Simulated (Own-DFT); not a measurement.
## Calculated data, SiC (2H silicon carbide, strained, atoms displaced)

Computed with Own-DFT development build. A calculation, not a measurement: plane-wave PBE density functional theory by an unreviewed code, no spin, of a simulated periodic cell, stress positive in tension, free energy of the whole cell less one offset for each atom, forces on such cells passed a denser k mesh, this cell's mesh not checked; offsets are fitted by least squares, one for each functional and potential file, so energies compare only between cells with the same atoms and settings and are not formation energies; the far tail of each file's local potential was reset to the Coulomb form; each entry is a single point on an unrelaxed cell, so the pressure reflects the starting lattice, mostly measured values (interpolated for alloys), from which strain is counted, and rises with the displacements; printed positions are rounded, which can move forces by about a meV/angstrom; the program, named Own-DFT, is a retired in-house code; no spin-orbit coupling.

```cif
# cell vector a (Å): 9.2459 -0.0251 0.1765
# cell vector b (Å): -4.6446 7.9218 -0.1528
# cell vector c (Å): 0.1921 -0.0812 10.0391
data_SiC
_symmetry_space_group_name_H-M 'P 1'
_symmetry_Int_Tables_number 1
_cell_length_a 9.2476
_cell_length_b 9.1843
_cell_length_c 10.0413
_cell_angle_alpha 91.907
_cell_angle_beta 87.809
_cell_angle_gamma 120.549
_cell_volume 733.82
loop_
_atom_site_label
_atom_site_type_symbol
_atom_site_fract_x
_atom_site_fract_y
_atom_site_fract_z
_atom_site_occupancy
Si1 Si 0.00296 0.00380 0.99889 1
Si2 Si 0.11268 0.22795 0.25261 1
C1 C 0.99774 0.99302 0.18878 1
C2 C 0.11466 0.21772 0.44286 1
Si3 Si 0.99810 0.99698 0.50075 1
Si4 Si 0.11307 0.21526 0.75124 1
C3 C 0.99784 0.99477 0.67688 1
C4 C 0.11087 0.22091 0.94146 1
Si5 Si 0.99487 0.33135 0.00173 1
Si6 Si 0.10814 0.55143 0.24801 1
C5 C 0.99397 0.32769 0.19371 1
C6 C 0.11857 0.55938 0.43847 1
Si7 Si 0.99972 0.32981 0.49894 1
Si8 Si 0.11483 0.56064 0.75329 1
C7 C 0.99660 0.32203 0.68915 1
C8 C 0.11008 0.55111 0.93893 1
Si9 Si 0.99182 0.66352 0.99503 1
Si10 Si 0.10410 0.88954 0.24643 1
C9 C 0.99723 0.66549 0.18886 1
C10 C 0.11400 0.88734 0.43529 1
Si11 Si 0.99104 0.65900 0.49281 1
Si12 Si 0.10851 0.88247 0.74864 1
C11 C 0.99601 0.65789 0.67801 1
C12 C 0.11012 0.89350 0.93761 1
Si13 Si 0.33166 0.00119 0.99778 1
Si14 Si 0.44962 0.23531 0.24499 1
C13 C 0.33074 0.00214 0.18999 1
C14 C 0.44638 0.22619 0.44232 1
Si15 Si 0.33819 0.99848 0.50076 1
Si16 Si 0.44592 0.22482 0.74894 1
C15 C 0.32957 0.99181 0.69126 1
C16 C 0.43697 0.22150 0.94320 1
Si17 Si 0.33024 0.32462 0.00497 1
Si18 Si 0.44534 0.56109 0.25176 1
C17 C 0.31936 0.32158 0.18401 1
C18 C 0.44683 0.56449 0.44636 1
Si19 Si 0.32774 0.32545 0.49982 1
Si20 Si 0.45144 0.56218 0.75149 1
C19 C 0.34903 0.33978 0.68363 1
C20 C 0.43317 0.54865 0.94235 1
Si21 Si 0.33683 0.66484 0.00384 1
Si22 Si 0.44086 0.87943 0.24163 1
C21 C 0.33528 0.66300 0.18923 1
C22 C 0.44896 0.88540 0.44538 1
Si23 Si 0.33118 0.67212 0.48794 1
Si24 Si 0.44977 0.89482 0.75370 1
C23 C 0.33590 0.66532 0.68066 1
C24 C 0.44646 0.89346 0.93741 1
Si25 Si 0.66688 0.00175 0.99625 1
Si26 Si 0.77538 0.21965 0.25717 1
C25 C 0.66854 0.99242 0.18541 1
C26 C 0.77610 0.21471 0.44354 1
Si27 Si 0.66217 0.99524 0.49764 1
Si28 Si 0.77621 0.23137 0.75119 1
C27 C 0.66073 0.00270 0.68714 1
C28 C 0.78259 0.22337 0.93654 1
Si29 Si 0.67581 0.33337 0.99136 1
Si30 Si 0.77982 0.55760 0.24919 1
C29 C 0.66455 0.33035 0.18687 1
C30 C 0.78444 0.55685 0.43181 1
Si31 Si 0.67487 0.34168 0.49382 1
Si32 Si 0.76645 0.54984 0.74812 1
C31 C 0.66189 0.33239 0.69080 1
C32 C 0.77899 0.56090 0.94180 1
Si33 Si 0.67163 0.66298 0.99529 1
Si34 Si 0.78339 0.89573 0.24871 1
C33 C 0.66504 0.65704 0.18897 1
C34 C 0.78516 0.88537 0.43968 1
Si35 Si 0.65871 0.65766 0.49448 1
Si36 Si 0.78187 0.89383 0.74978 1
C35 C 0.65721 0.65409 0.69690 1
C36 C 0.77284 0.89007 0.94402 1
_calc_functional 'PBE'
_calc_potential_files 'PseudoDojo norm-conserving, scalar-relativistic, standard set'
_calc_wave_cutoff 42  # hartree
_calc_occupations 'Fermi-Dirac'
_calc_smearing_width 0.1  # eV
_calc_hardware 'one NVIDIA H100'
_calc_k_mesh '4 x 4 x 3 centred on Gamma'
_calc_free_energy_of_cell_above_offsets '-6.241'  # eV
_calc_pressure 8.49  # GPa
_calc_stress_xx -9.24  # GPa
_calc_stress_yy -9.47  # GPa
_calc_stress_zz -6.77  # GPa
_calc_stress_yz -1.96  # GPa
_calc_stress_xz 6.47  # GPa
_calc_stress_xy -1.78  # GPa
_calc_wall_time 340.3  # s
```

Force:
```
element  x (eV/Å)  y (eV/Å)  z (eV/Å)
     Si    -1.174    -0.811     0.854
     Si    -0.592    -2.329     0.567
      C     -0.49     2.087    -0.773
      C    -1.386     0.386    -1.388
     Si     1.262    -0.329     -1.58
     Si    -0.116     1.194    -0.611
      C     0.738     0.008     3.374
      C    -0.235     0.176    -0.629
     Si     1.303      0.13      0.16
     Si    -0.404     0.865     0.523
      C      0.32     0.352    -0.937
      C    -1.848    -1.801    -1.391
     Si     0.549     0.418     1.145
     Si     0.564    -1.395     -1.72
      C     0.113      1.56     0.034
      C    -0.439     1.047     0.578
     Si     1.933      1.21     1.358
     Si     1.898    -0.138     1.124
      C      0.93    -0.167    -1.074
      C    -0.217    -0.093     0.246
     Si      2.31     2.203     0.793
     Si    -0.634     -0.01    -0.726
      C    -0.707     0.081     1.937
      C     0.503    -1.396    -0.563
     Si    -0.009    -0.324     1.089
     Si    -0.629     -2.54     1.313
      C     0.814    -0.372    -0.687
      C     1.145    -0.232    -1.494
     Si    -1.007     0.035    -0.087
     Si    -1.063    -1.398     0.527
      C     0.161     1.362    -0.372
      C     2.847     0.202    -1.724
     Si    -1.674     1.683    -1.159
     Si      0.93    -1.604     0.261
      C     1.626      2.56     1.631
      C    -0.421    -2.533    -2.607
     Si     0.669     2.094     0.717
     Si    -3.413    -1.908     0.478
      C    -2.099    -1.202      1.15
      C     2.454     0.174    -0.686
     Si    -1.408     0.584    -0.869
     Si    -0.665     2.718     1.756
      C    -1.003    -0.792    -0.432
      C    -1.176     1.503    -3.166
     Si     1.114    -1.113      3.54
     Si    -1.021    -1.973    -1.181
      C    -0.332     0.596     1.336
      C     0.126    -0.802     0.839
     Si    -0.503    -0.091     1.003
     Si    -0.885    -0.725    -0.991
      C    -1.165     1.152     0.255
      C    -0.184     1.289    -0.924
     Si     1.573    -0.283     1.395
     Si     1.414    -1.456    -1.011
      C      1.95     0.434     0.236
      C    -0.384    -0.358    -0.186
     Si    -2.578     0.012     2.124
     Si    -0.277    -0.888    -0.871
      C     1.423     0.711    -0.467
      C    -1.811    -0.686     0.433
     Si    -0.929     -1.87     1.354
     Si     1.874     1.198     0.493
      C     1.096     0.076    -1.021
      C     1.139    -2.158    -2.299
     Si    -3.569     0.853     1.861
     Si    -0.124    -2.348      0.48
      C    -0.431     1.488    -0.461
      C     -1.94    -0.075    -0.564
     Si     1.344     1.545     1.729
     Si    -1.143    -0.824    -0.004
      C     2.042     3.377    -2.376
      C     1.919    -0.337    -1.661
```
